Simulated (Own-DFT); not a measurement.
# How much smaller does PBEsol make it? C40 NbSi2, 36 atoms (Nb12Si24)

Everything here is calculated. The program is Own-DFT (plane waves, in-house, since retired, never reviewed by a person); positions were held fixed, and spin and spin-orbit coupling were off.

Keep in mind: forces on such cells failed a check on a denser k mesh; stress not checked against mesh or cutoff.

Each geometry was run with PBE and with PBEsol, otherwise alike: PseudoDojo norm-conserving scalar-relativistic files made for PBE; cutoff 42 hartree; 4 x 4 x 5 k mesh centred on Gamma; cold (Marzari-Vanderbilt) smearing of 0.2 eV. Unstrained cell vectors in Å: (0.000, 8.324, 0.000); (-9.613, 0.000, 0.000); (0.000, 0.000, 6.586). Each has a uniform strain, of which the change of volume is shown, and random moves of rms u per axis.

| run | volume change (%) | u (Å) | P with PBE (GPa) | P with PBEsol (GPa) |
|---|---|---|---|---|
| 1 | 1.44 | 0.0552 | 0.16 | -3.42 |
| 2 | -0.72 | 0.0551 | 5.19 | 1.50 |
| 3 | 0.22 | 0.0470 | 2.22 | -1.41 |
| 4 | -0.71 | 0.0496 | 4.18 | 0.50 |
| 5 | 3.34 | 0.0515 | -2.50 | -6.02 |
| 6 | 0.56 | 0.0545 | 2.15 | -1.48 |
| 7 | -0.27 | 0.0505 | 3.72 | 0.06 |
| 8 | -1.23 | 0.0501 | 4.87 | 1.15 |
| 9 | -0.15 | 0.0499 | 2.58 | -1.08 |
| 10 | 5.48 | 0.0415 | -6.43 | -9.85 |
| 11 | -0.52 | 0.0436 | 4.01 | ? |

Q: by how much does PBEsol shrink this cell, and what belongs in the blank?

## Worked answer

Write v for the change of volume as a fraction. Fitted to v and u², the PBE pressure has a slope of -167 ± 9 GPa in v, with the ions held to the strained lattice. The difference PBEsol less PBE is -3.65 + 4.3 v GPa (slope ± 0.1) and averages -3.62 GPa. Divided by the mean slope of the two, 165 GPa, that makes PBEsol's volume at a given pressure, near 0 GPa, about 2.2 % smaller, or 0.73 % in lengths. At one volume PBEsol's slope is the smaller by 4 GPa, but its pressure there is lower too. If stiffness rises by about 4 GPa for each GPa, PBEsol at equal pressure is stiffer by about 10 GPa. Files made for PBEsol would give a different shift.

For run 11 the line gives 0.33 GPa. The run itself gave 0.32 GPa.
